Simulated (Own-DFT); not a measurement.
## Calculated data, HfO2 (monoclinic hafnia, atoms displaced)

All values are calculated (Own-DFT development build). A calculation, not a measurement: plane-wave density functional theory by an unreviewed code, no spin, of a simulated periodic cell, stress positive in tension, run twice, with PBE and with PBEsol, both on files made for PBE, so the change isn't that of files made for PBEsol, hafnium file: forces about 75 meV/angstrom off all-electron values; oxygen file: force components 24 meV/angstrom off all-electron in one glass; forces on such cells passed a denser k mesh, this cell's mesh not checked; the far tail of each file's local potential was reset to the Coulomb form; each entry is a single point on an unrelaxed cell, so the pressure reflects the starting lattice, mostly measured values (interpolated for alloys), from which strain is counted, and rises with the displacements; printed positions are rounded, which can move forces by about a meV/angstrom; the program, named Own-DFT, is a retired in-house code; no spin-orbit coupling; stress was not checked against mesh or cutoff.

Settings shared by all entries: functional PBE, then PBEsol; potential files PseudoDojo norm-conserving, scalar-relativistic, standard set; wave cutoff 72 hartree; occupations Fermi-Dirac; smearing width 0.1 eV; k mesh 2 x 2 x 2 centred on Gamma.

(1) HfO2 (monoclinic hafnia, atoms displaced)

```
cell vectors (Å)
  10.2340     0.0000     0.0000
   0.0000    10.3500     0.0000
  -1.6955     0.0000    10.4453
atoms (fractions of the cell vectors)
Hf  0.13435  0.02179  0.10820
Hf  0.36091  0.25826  0.13853
Hf  0.36851  0.47368  0.39749
Hf  0.13512  0.22415  0.35628
O   0.03028  0.18077  0.17049
O   0.45402  0.41679  0.07837
O   0.46528  0.34028  0.32890
O   0.02625  0.08051  0.42485
O   0.21746  0.37730  0.24066
O   0.27080  0.13495  0.00676
O   0.26912  0.12223  0.27130
O   0.23443  0.36924  0.48846
Hf  0.15471  0.02139  0.59286
Hf  0.35825  0.25092  0.62363
Hf  0.35259  0.46899  0.90622
Hf  0.14632  0.21822  0.86942
O   0.02261  0.17417  0.67307
O   0.47470  0.41462  0.56894
O   0.46783  0.33377  0.83616
O   0.04394  0.07881  0.92508
O   0.21740  0.37296  0.72658
O   0.26891  0.13292  0.49043
O   0.28724  0.12501  0.75352
O   0.22130  0.37188  0.97316
Hf  0.13699  0.51646  0.10289
Hf  0.35091  0.75628  0.14066
Hf  0.36416  0.98348  0.38829
Hf  0.12117  0.73038  0.35445
O   0.02823  0.67006  0.16339
O   0.46870  0.92609  0.07223
O   0.48255  0.83783  0.33224
O   0.04615  0.57408  0.43799
O   0.20607  0.86115  0.25596
O   0.28134  0.62352  0.01029
O   0.27808  0.60944  0.25213
O   0.22022  0.85281  0.48663
Hf  0.12830  0.51795  0.59948
Hf  0.36910  0.77304  0.66586
Hf  0.35505  0.97514  0.90752
Hf  0.12747  0.73530  0.85445
O   0.04837  0.67423  0.66804
O   0.46833  0.91735  0.57276
O   0.47036  0.82843  0.83602
O   0.02877  0.58413  0.92839
O   0.21763  0.86845  0.73632
O   0.26914  0.62486  0.50941
O   0.27657  0.61777  0.76545
O   0.22304  0.86974  0.00190
Hf  0.64596  0.02501  0.10818
Hf  0.86229  0.27935  0.15045
Hf  0.86190  0.47500  0.38749
Hf  0.65560  0.22443  0.36370
O   0.52725  0.15545  0.16972
O   0.96542  0.41509  0.07326
O   0.97032  0.32528  0.33757
O   0.54811  0.08765  0.43365
O   0.73541  0.38488  0.25329
O   0.77442  0.11400  0.01722
O   0.77874  0.12093  0.26112
O   0.72669  0.36973  0.48620
Hf  0.62382  0.01796  0.59493
Hf  0.85581  0.27071  0.65031
Hf  0.86580  0.48688  0.90286
Hf  0.64186  0.22348  0.84502
O   0.53800  0.15281  0.66600
O   0.95423  0.42222  0.55943
O   0.97391  0.33052  0.83015
O   0.53137  0.08211  0.92297
O   0.71974  0.38634  0.73912
O   0.78069  0.12974  0.51639
O   0.75999  0.12772  0.76320
O   0.72130  0.36701  0.98688
Hf  0.64415  0.51581  0.10218
Hf  0.86898  0.76494  0.14500
Hf  0.84960  0.99123  0.38389
Hf  0.63004  0.71842  0.36335
O   0.53516  0.66230  0.17359
O   0.97555  0.90578  0.07655
O   0.95162  0.83308  0.31338
O   0.53159  0.58450  0.41174
O   0.72556  0.89121  0.23675
O   0.76905  0.63779  0.99343
O   0.77206  0.61633  0.25584
O   0.73297  0.86349  0.49855
Hf  0.63157  0.52586  0.61044
Hf  0.86507  0.76894  0.64292
Hf  0.86015  0.97668  0.90158
Hf  0.64806  0.72592  0.85245
O   0.53269  0.64732  0.66472
O   0.96998  0.91302  0.57994
O   0.95688  0.84183  0.82912
O   0.54879  0.57578  0.92297
O   0.74076  0.86231  0.74167
O   0.76994  0.62579  0.50736
O   0.78612  0.62837  0.76641
O   0.70971  0.87569  0.99211
```

It finds PBE pressure 9.6 GPa; PBE stress xx -9.16 GPa; PBE stress yy -9.82 GPa; PBE stress zz -9.82 GPa; PBE stress yz 0.28 GPa; PBE stress xz -0.36 GPa; PBE stress xy 0.4 GPa; PBEsol pressure 3.12 GPa; PBEsol stress xx -2.67 GPa; PBEsol stress yy -3.38 GPa; PBEsol stress zz -3.31 GPa; PBEsol stress yz 0.25 GPa; PBEsol stress xz -0.01 GPa; PBEsol stress xy 0.38 GPa; rms change of force components from PBE to PBEsol 0.067 eV/Å.

Force:
| force element | PBE force x (eV/Å) | PBE force y (eV/Å) | PBE force z (eV/Å) | PBEsol force x (eV/Å) | PBEsol force y (eV/Å) | PBEsol force z (eV/Å) |
| --- | --- | --- | --- | --- | --- | --- |
| Hf | -1.223 | -0.911 | 0.454 | -1.22 | -0.873 | 0.366 |
| Hf | 1.63 | 3.514 | 2.909 | 1.612 | 3.481 | 2.852 |
| Hf | -2.144 | 1.433 | -0.225 | -2.082 | 1.323 | -0.2 |
| Hf | -0.852 | 2.954 | -0.702 | -0.812 | 2.857 | -0.715 |
| O | 1.409 | -2.242 | -0.585 | 1.374 | -2.168 | -0.499 |
| O | 0.873 | -0.812 | 1.471 | 0.818 | -0.801 | 1.36 |
| O | 1.788 | -3.038 | -1.328 | 1.708 | -2.946 | -1.304 |
| O | 1.586 | 0.408 | -0.565 | 1.569 | 0.395 | -0.513 |
| O | 0.148 | -0.896 | -1.194 | 0.189 | -0.876 | -1.169 |
| O | 0.974 | -2.337 | 1.795 | 0.9 | -2.279 | 1.749 |
| O | 1.199 | -1.176 | -2.93 | 1.112 | -1.149 | -2.838 |
| O | -0.811 | -1.478 | -0.554 | -0.722 | -1.474 | -0.544 |
| Hf | -5.539 | -2.379 | 1.7 | -5.429 | -2.327 | 1.613 |
| Hf | 0.967 | 5.776 | 4.42 | 0.888 | 5.669 | 4.33 |
| Hf | 4.509 | 1.867 | -5.518 | 4.403 | 1.766 | -5.363 |
| Hf | -1.963 | 3.631 | -7.536 | -1.921 | 3.548 | -7.383 |
| O | 2.574 | -2.118 | -0.108 | 2.482 | -2.017 | -0.061 |
| O | -1.12 | -1.958 | 0.847 | -1.093 | -1.86 | 0.755 |
| O | -0.166 | -0.671 | -1.14 | -0.165 | -0.652 | -1.115 |
| O | -1.611 | -1.436 | 0.929 | -1.543 | -1.405 | 0.989 |
| O | 0.835 | -1.002 | 0.661 | 0.859 | -0.982 | 0.642 |
| O | 1.007 | -2.422 | 1.449 | 0.925 | -2.363 | 1.425 |
| O | -0.99 | -1.598 | -0.275 | -1.009 | -1.534 | -0.302 |
| O | -2.547 | -0.986 | 3.276 | -2.431 | -0.974 | 3.191 |
| Hf | 1.074 | 0.098 | 1.207 | 1.057 | 0.142 | 1.162 |
| Hf | 2.606 | 0.438 | 2.36 | 2.515 | 0.389 | 2.309 |
| Hf | 0.954 | -3.897 | 0.236 | 0.931 | -3.849 | 0.271 |
| Hf | 1.3 | -1.975 | 1.78 | 1.295 | -1.906 | 1.714 |
| O | 2.196 | -2.312 | 0.601 | 2.133 | -2.221 | 0.625 |
| O | -2.317 | -1.932 | 0.966 | -2.265 | -1.835 | 0.841 |
| O | -3.28 | 2.154 | -0.665 | -3.207 | 2.084 | -0.643 |
| O | -2.492 | 1.491 | -5.833 | -2.424 | 1.433 | -5.64 |
| O | 2.888 | 3.031 | -2.753 | 2.843 | 2.937 | -2.682 |
| O | -1.367 | 0.535 | -0.122 | -1.385 | 0.514 | -0.082 |
| O | -0.809 | 1.293 | -0.259 | -0.826 | 1.273 | -0.303 |
| O | 1.01 | 3.65 | 1.569 | 1.012 | 3.584 | 1.522 |
| Hf | 3.104 | -1.007 | 3.672 | 3.035 | -0.917 | 3.544 |
| Hf | -1.449 | -3.039 | -2.332 | -1.45 | -2.946 | -2.219 |
| Hf | 3.768 | 0.333 | -1.08 | 3.736 | 0.291 | -0.988 |
| Hf | 0.749 | -1.414 | -1.372 | 0.742 | -1.414 | -1.404 |
| O | -1.633 | 0.457 | 1.386 | -1.588 | 0.459 | 1.418 |
| O | -3.115 | -1.545 | -0.026 | -3.031 | -1.457 | -0.079 |
| O | -0.793 | 0.59 | -0.663 | -0.793 | 0.558 | -0.72 |
| O | 1.9 | 1.425 | -0.352 | 1.844 | 1.364 | -0.285 |
| O | 0.51 | 1.912 | 1.075 | 0.552 | 1.83 | 1.046 |
| O | 1.191 | 0.34 | 0.429 | 1.069 | 0.315 | 0.417 |
| O | 0.108 | 0.654 | 0.612 | 0.051 | 0.669 | 0.597 |
| O | -0.348 | 0.093 | -0.391 | -0.279 | 0.101 | -0.383 |
| Hf | -1.942 | -1.984 | -1.488 | -1.876 | -1.925 | -1.477 |
| Hf | -0.141 | -1.067 | -1.107 | -0.105 | -1.008 | -1.04 |
| Hf | 0.239 | 1.839 | 3.072 | 0.206 | 1.707 | 3.056 |
| Hf | -2.358 | 2.934 | -0.345 | -2.256 | 2.835 | -0.299 |
| O | -0.298 | 1.415 | 1.517 | -0.298 | 1.383 | 1.483 |
| O | -0.338 | 0.074 | 1.328 | -0.335 | 0.094 | 1.257 |
| O | -1.171 | 0.657 | -1.286 | -1.16 | 0.636 | -1.32 |
| O | -2.373 | 0.258 | -3.421 | -2.295 | 0.226 | -3.28 |
| O | -1.251 | -2.052 | -2.779 | -1.128 | -2.004 | -2.693 |
| O | 1.912 | 2.541 | -0.316 | 1.795 | 2.443 | -0.308 |
| O | -0.359 | 2.849 | -0.854 | -0.416 | 2.775 | -0.802 |
| O | -0.545 | -0.735 | -0.194 | -0.453 | -0.751 | -0.228 |
| Hf | 5.719 | -2.459 | 2.99 | 5.547 | -2.328 | 2.864 |
| Hf | 1.798 | 1.42 | 0.027 | 1.771 | 1.396 | 0.031 |
| Hf | -1.353 | -2.216 | -2.906 | -1.321 | -2.173 | -2.808 |
| Hf | -4.556 | 2.387 | 3.013 | -4.46 | 2.297 | 2.936 |
| O | -2.786 | 2.891 | 0.675 | -2.706 | 2.829 | 0.679 |
| O | -0.369 | -1.59 | 2.802 | -0.356 | -1.525 | 2.659 |
| O | -1.469 | 0.945 | 0.709 | -1.438 | 0.895 | 0.658 |
| O | -0.117 | 0.467 | -0.734 | -0.107 | 0.435 | -0.666 |
| O | 0.555 | -0.552 | 0.635 | 0.588 | -0.556 | 0.61 |
| O | -0.147 | -0.547 | -1.21 | -0.204 | -0.516 | -1.233 |
| O | 3.766 | -2.749 | -0.966 | 3.613 | -2.649 | -0.954 |
| O | 0.778 | -0.1 | 1.504 | 0.812 | -0.067 | 1.481 |
| Hf | -2.428 | 1.507 | -1.05 | -2.368 | 1.546 | -1.069 |
| Hf | -4.263 | 1.411 | -0.979 | -4.123 | 1.435 | -0.909 |
| Hf | 1.185 | -4.813 | 4.218 | 1.137 | -4.73 | 4.127 |
| Hf | 3.564 | 2.058 | -2.09 | 3.464 | 1.955 | -2.07 |
| O | -0.6 | 0.162 | -0.684 | -0.593 | 0.151 | -0.613 |
| O | -0.26 | 1.252 | -0.464 | -0.249 | 1.248 | -0.485 |
| O | 0.712 | 0.351 | 2.147 | 0.713 | 0.301 | 2.024 |
| O | -1.199 | -1.664 | 1.661 | -1.161 | -1.628 | 1.669 |
| O | -0.081 | -0.904 | 0.534 | -0.001 | -0.815 | 0.507 |
| O | 1.809 | -1.267 | 3.269 | 1.714 | -1.261 | 3.16 |
| O | 0.834 | 0.82 | -0.615 | 0.75 | 0.774 | -0.61 |
| O | -0.779 | 0.998 | -1.603 | -0.708 | 0.967 | -1.555 |
| Hf | 4.609 | -4.267 | -2.454 | 4.508 | -4.166 | -2.438 |
| Hf | 0.714 | 0.214 | -1.322 | 0.658 | 0.285 | -1.269 |
| Hf | -1.372 | 0.395 | -0.787 | -1.351 | 0.314 | -0.734 |
| Hf | -1.309 | 0.624 | 0.443 | -1.224 | 0.555 | 0.454 |
| O | -3.549 | 5.584 | 2.789 | -3.453 | 5.468 | 2.773 |
| O | 1.218 | 0.946 | -0.533 | 1.179 | 0.907 | -0.542 |
| O | 2.947 | -1.706 | 0.446 | 2.873 | -1.691 | 0.404 |
| O | -1.201 | -0.094 | 0.103 | -1.122 | -0.089 | 0.18 |
| O | -2.769 | 2.56 | 0.205 | -2.619 | 2.448 | 0.234 |
| O | 0.463 | -0.236 | 0.547 | 0.373 | -0.218 | 0.532 |
| O | 0.273 | -1.285 | -0.894 | 0.194 | -1.225 | -0.839 |
| O | 1.997 | -0.771 | -0.851 | 2.012 | -0.735 | -0.844 |

(2) HfO2 (monoclinic hafnia, atoms displaced)

```
cell vectors (Å)
  10.2340     0.0000     0.0000
   0.0000    10.3500     0.0000
  -1.6955     0.0000    10.4453
atoms (fractions of the cell vectors)
Hf  0.12849  0.01090  0.09500
Hf  0.35538  0.26920  0.14469
Hf  0.35860  0.48370  0.41499
Hf  0.15812  0.22627  0.34412
O   0.03709  0.17744  0.18223
O   0.45272  0.41709  0.07237
O   0.46742  0.32478  0.34003
O   0.03115  0.07815  0.42957
O   0.21905  0.37282  0.23990
O   0.28026  0.12589  0.00940
O   0.29146  0.11285  0.27434
O   0.22246  0.36944  0.48081
Hf  0.13481  0.01414  0.60745
Hf  0.34787  0.26880  0.65586
Hf  0.35327  0.48664  0.89387
Hf  0.14760  0.24121  0.86959
O   0.02228  0.16362  0.66753
O   0.47506  0.40961  0.56099
O   0.47642  0.33331  0.82638
O   0.04722  0.08724  0.92309
O   0.22871  0.37189  0.74075
O   0.26512  0.13357  0.50857
O   0.28929  0.12285  0.75349
O   0.21524  0.38842  0.98398
Hf  0.13122  0.51715  0.10296
Hf  0.37912  0.75720  0.15499
Hf  0.35321  0.98460  0.38748
Hf  0.14113  0.74172  0.35652
O   0.04648  0.65419  0.18659
O   0.46454  0.91132  0.07938
O   0.45272  0.83850  0.34061
O   0.02870  0.61078  0.41202
O   0.22942  0.87338  0.24157
O   0.26702  0.63862  0.00213
O   0.26688  0.61760  0.25310
O   0.23615  0.87652  0.49246
Hf  0.13097  0.52447  0.61557
Hf  0.36021  0.76050  0.64266
Hf  0.36353  0.98736  0.89005
Hf  0.13375  0.72779  0.86337
O   0.04162  0.66249  0.67759
O   0.46337  0.91598  0.59161
O   0.45517  0.84332  0.82617
O   0.03800  0.58248  0.93537
O   0.22962  0.87620  0.73711
O   0.26094  0.64215  0.50154
O   0.26856  0.61833  0.76781
O   0.22716  0.87925  0.98003
Hf  0.64470  0.02697  0.10473
Hf  0.86001  0.28249  0.14881
Hf  0.87079  0.49348  0.39626
Hf  0.63626  0.23378  0.36189
O   0.53688  0.16206  0.16348
O   0.96060  0.41794  0.08159
O   0.95304  0.33370  0.32655
O   0.52858  0.07438  0.43160
O   0.73034  0.39116  0.24023
O   0.79730  0.12423  0.01382
O   0.76496  0.11052  0.25663
O   0.71251  0.38879  0.48700
Hf  0.64273  0.01759  0.60565
Hf  0.85246  0.26883  0.63296
Hf  0.87331  0.47417  0.89891
Hf  0.63133  0.22925  0.84664
O   0.54537  0.17097  0.68137
O   0.96421  0.41729  0.58034
O   0.97373  0.34866  0.82077
O   0.52563  0.07867  0.92771
O   0.72629  0.37158  0.73686
O   0.76481  0.13266  0.50823
O   0.78016  0.11075  0.77193
O   0.72915  0.38249  0.99369
Hf  0.63889  0.53072  0.09661
Hf  0.86553  0.76782  0.15299
Hf  0.85744  0.99263  0.38974
Hf  0.62623  0.73210  0.34323
O   0.54526  0.66939  0.17742
O   0.97255  0.93073  0.07816
O   0.95363  0.83247  0.31252
O   0.53639  0.57701  0.42480
O   0.71884  0.86986  0.23951
O   0.78662  0.63086  0.00708
O   0.78229  0.60190  0.27305
O   0.72690  0.88136  0.48849
Hf  0.64267  0.51087  0.60633
Hf  0.85129  0.76931  0.63453
Hf  0.86031  0.98506  0.89497
Hf  0.65202  0.72829  0.85775
O   0.53085  0.66517  0.67844
O   0.96770  0.91222  0.56526
O   0.96079  0.85286  0.81460
O   0.53403  0.57493  0.92301
O   0.72469  0.87932  0.73107
O   0.78061  0.62343  0.50725
O   0.77194  0.63073  0.76578
O   0.72859  0.88060  0.97837
```

The calculation gives: PBE pressure 9.79 GPa; PBE stress xx -9.34 GPa; PBE stress yy -8.93 GPa; PBE stress zz -11.09 GPa; PBE stress yz 0.17 GPa; PBE stress xz -1.75 GPa; PBE stress xy 0.81 GPa; PBEsol pressure 3.3 GPa; PBEsol stress xx -2.85 GPa; PBEsol stress yy -2.49 GPa; PBEsol stress zz -4.57 GPa; PBEsol stress yz 0.19 GPa; PBEsol stress xz -1.39 GPa; PBEsol stress xy 0.78 GPa; rms change of force components from PBE to PBEsol 0.064 eV/Å.

Force:
| force element | PBE force x (eV/Å) | PBE force y (eV/Å) | PBE force z (eV/Å) | PBEsol force x (eV/Å) | PBEsol force y (eV/Å) | PBEsol force z (eV/Å) |
| --- | --- | --- | --- | --- | --- | --- |
| Hf | 4.701 | 2.025 | 1.341 | 4.585 | 1.997 | 1.23 |
| Hf | 2.774 | -0.101 | 0.686 | 2.721 | -0.066 | 0.676 |
| Hf | 0.77 | 0.068 | -3.279 | 0.775 | 0.001 | -3.154 |
| Hf | -4.216 | 0.191 | 2.493 | -4.069 | 0.171 | 2.408 |
| O | 1.001 | -1.667 | -1.437 | 0.98 | -1.591 | -1.338 |
| O | 0.523 | 0.213 | 0.946 | 0.475 | 0.21 | 0.861 |
| O | -1.345 | 0.391 | -1.649 | -1.281 | 0.351 | -1.623 |
| O | 0.641 | 0.975 | -1.615 | 0.602 | 0.891 | -1.515 |
| O | 1.135 | 0.227 | -0.94 | 1.149 | 0.166 | -0.912 |
| O | -0.176 | 2.654 | 0.931 | -0.214 | 2.615 | 0.895 |
| O | -1.24 | 4.012 | -4.924 | -1.273 | 3.962 | -4.766 |
| O | -0.439 | 0.931 | 2.106 | -0.331 | 0.894 | 2.045 |
| Hf | -0.004 | 0.595 | -0.458 | -0.012 | 0.611 | -0.514 |
| Hf | 3.941 | -1.209 | -3.374 | 3.815 | -1.185 | -3.249 |
| Hf | 2.31 | -0.582 | 0.947 | 2.234 | -0.594 | 0.964 |
| Hf | -2.035 | -2.718 | -2.782 | -1.977 | -2.667 | -2.726 |
| O | 0.785 | 0.147 | 0.828 | 0.755 | 0.153 | 0.81 |
| O | -1.494 | -0.966 | 3.06 | -1.444 | -0.872 | 2.915 |
| O | -3.055 | 2.124 | -0.117 | -2.983 | 2.025 | -0.169 |
| O | -0.706 | 0.745 | -0.546 | -0.671 | 0.708 | -0.46 |
| O | -1.346 | 1.77 | 0.694 | -1.262 | 1.718 | 0.703 |
| O | 0.622 | -0.128 | 0.606 | 0.544 | -0.129 | 0.566 |
| O | -1.822 | 0.389 | 0.903 | -1.795 | 0.412 | 0.878 |
| O | 0.313 | -1.579 | 0.431 | 0.349 | -1.544 | 0.393 |
| Hf | 1.65 | 0.976 | 2.79 | 1.604 | 1.012 | 2.695 |
| Hf | -4.75 | 3.602 | -2.251 | -4.651 | 3.588 | -2.169 |
| Hf | 1.125 | -2.562 | 5.781 | 1.09 | -2.566 | 5.682 |
| Hf | 0.656 | 0.451 | -1.116 | 0.666 | 0.369 | -1.116 |
| O | -3.171 | 2.047 | -1.676 | -3.083 | 2.009 | -1.59 |
| O | 0.535 | -0.485 | 0.941 | 0.509 | -0.474 | 0.884 |
| O | 3.433 | -3.631 | -1.5 | 3.364 | -3.562 | -1.545 |
| O | -1.098 | -2.581 | 2.591 | -1.078 | -2.528 | 2.524 |
| O | -0.789 | 0.58 | -1.493 | -0.716 | 0.553 | -1.411 |
| O | 1.436 | -0.95 | 1.531 | 1.335 | -0.954 | 1.46 |
| O | 2.056 | -0.293 | 1.051 | 1.931 | -0.251 | 1.016 |
| O | -1.708 | -0.06 | -0.484 | -1.61 | -0.064 | -0.483 |
| Hf | 0.427 | -1.095 | -2.621 | 0.39 | -1.009 | -2.549 |
| Hf | 1.085 | 4.174 | 1.523 | 1.065 | 4.18 | 1.513 |
| Hf | -1.243 | -3.212 | 0.406 | -1.208 | -3.197 | 0.418 |
| Hf | 0.411 | 3.455 | -1.572 | 0.461 | 3.317 | -1.561 |
| O | -2.307 | 1.449 | 0.469 | -2.21 | 1.397 | 0.495 |
| O | 0.865 | 0.21 | -0.414 | 0.842 | 0.187 | -0.44 |
| O | 2.452 | -2.509 | 0.318 | 2.349 | -2.425 | 0.256 |
| O | -1.058 | 0.845 | -1.597 | -1.013 | 0.775 | -1.506 |
| O | -1.526 | -0.15 | -0.445 | -1.425 | -0.141 | -0.45 |
| O | 0.939 | -2.563 | 1.492 | 0.87 | -2.491 | 1.451 |
| O | 0.37 | -0.063 | -1.115 | 0.287 | -0.068 | -1.066 |
| O | -1.516 | -0.646 | 0.807 | -1.453 | -0.61 | 0.765 |
| Hf | -1.369 | -1.91 | -1.546 | -1.35 | -1.817 | -1.514 |
| Hf | -0.582 | -1.848 | 0.769 | -0.547 | -1.73 | 0.779 |
| Hf | 1.028 | -3.768 | 1.409 | 0.973 | -3.699 | 1.372 |
| Hf | -1.155 | -0.12 | -1.79 | -1.151 | -0.146 | -1.754 |
| O | -1.503 | 2.017 | 1.285 | -1.457 | 1.954 | 1.283 |
| O | 1.179 | 0.571 | -0.75 | 1.147 | 0.579 | -0.791 |
| O | 1.423 | -0.164 | 1.014 | 1.344 | -0.133 | 0.895 |
| O | 1.677 | 1.735 | -0.906 | 1.643 | 1.674 | -0.839 |
| O | -1.823 | -1.762 | -0.581 | -1.678 | -1.708 | -0.573 |
| O | -1.927 | 1.498 | 0.889 | -1.932 | 1.417 | 0.878 |
| O | 0.563 | 1.89 | 0.468 | 0.492 | 1.815 | 0.465 |
| O | 1.567 | -2.651 | -0.519 | 1.541 | -2.585 | -0.48 |
| Hf | -3.285 | -0.839 | 0.182 | -3.208 | -0.807 | 0.152 |
| Hf | 2.206 | 0.26 | 1.958 | 2.165 | 0.302 | 1.941 |
| Hf | -2.287 | 0.524 | -0.622 | -2.223 | 0.472 | -0.543 |
| Hf | 1.574 | -1.106 | 2.386 | 1.502 | -1.109 | 2.235 |
| O | -0.918 | -0.51 | -1.844 | -0.865 | -0.483 | -1.711 |
| O | 0.305 | 0.279 | 0.109 | 0.293 | 0.291 | 0.09 |
| O | 0.801 | -1.274 | 0.26 | 0.772 | -1.241 | 0.265 |
| O | 3.715 | 2.645 | 0.031 | 3.615 | 2.556 | 0.074 |
| O | 0.309 | 0.433 | 0.469 | 0.345 | 0.409 | 0.423 |
| O | 0.898 | 0.567 | -0.211 | 0.825 | 0.554 | -0.207 |
| O | -0.43 | 2.45 | -2.743 | -0.482 | 2.372 | -2.679 |
| O | -0.418 | -0.806 | -0.849 | -0.328 | -0.742 | -0.799 |
| Hf | 0.98 | -4.027 | 0.518 | 0.988 | -3.925 | 0.463 |
| Hf | 0.663 | 0.028 | -1.123 | 0.649 | 0.084 | -1.026 |
| Hf | 1.376 | -2.362 | 1.258 | 1.339 | -2.351 | 1.264 |
| Hf | 1.567 | 0.492 | 5.225 | 1.526 | 0.45 | 5.06 |
| O | 0.209 | -0.899 | -1.112 | 0.201 | -0.835 | -1.013 |
| O | -4.423 | -3.998 | 0.244 | -4.307 | -3.865 | 0.183 |
| O | 1.029 | 1.419 | 1.834 | 0.995 | 1.339 | 1.728 |
| O | 0.106 | 1.757 | -0.734 | 0.112 | 1.685 | -0.656 |
| O | 0.038 | 0.016 | -0.999 | 0.096 | 0.004 | -0.968 |
| O | -1.174 | 0.445 | 1.07 | -1.233 | 0.419 | 1.036 |
| O | -1.921 | 5.902 | -4.963 | -1.917 | 5.765 | -4.846 |
| O | -0.295 | -1.25 | -0.565 | -0.222 | -1.191 | -0.516 |
| Hf | -1.105 | 2.289 | -0.083 | -1.076 | 2.224 | -0.159 |
| Hf | 1.52 | 1.664 | 0.677 | 1.45 | 1.702 | 0.682 |
| Hf | 1.303 | -0.498 | -0.34 | 1.242 | -0.514 | -0.325 |
| Hf | -3.38 | 1.85 | -1.128 | -3.244 | 1.76 | -1.141 |
| O | 0.921 | -1.266 | -0.105 | 0.9 | -1.193 | -0.053 |
| O | -0.991 | -1.492 | 0.651 | -0.98 | -1.416 | 0.617 |
| O | 1.552 | -2.299 | 0.359 | 1.483 | -2.262 | 0.335 |
| O | 0.572 | 1.61 | -0.208 | 0.564 | 1.544 | -0.125 |
| O | -0.377 | -1.327 | 0.603 | -0.305 | -1.303 | 0.574 |
| O | -0.959 | 1.569 | 1.4 | -0.968 | 1.51 | 1.373 |
| O | 1.827 | -1.882 | -0.947 | 1.708 | -1.805 | -0.918 |
| O | -0.499 | -1.347 | 1.334 | -0.425 | -1.305 | 1.276 |
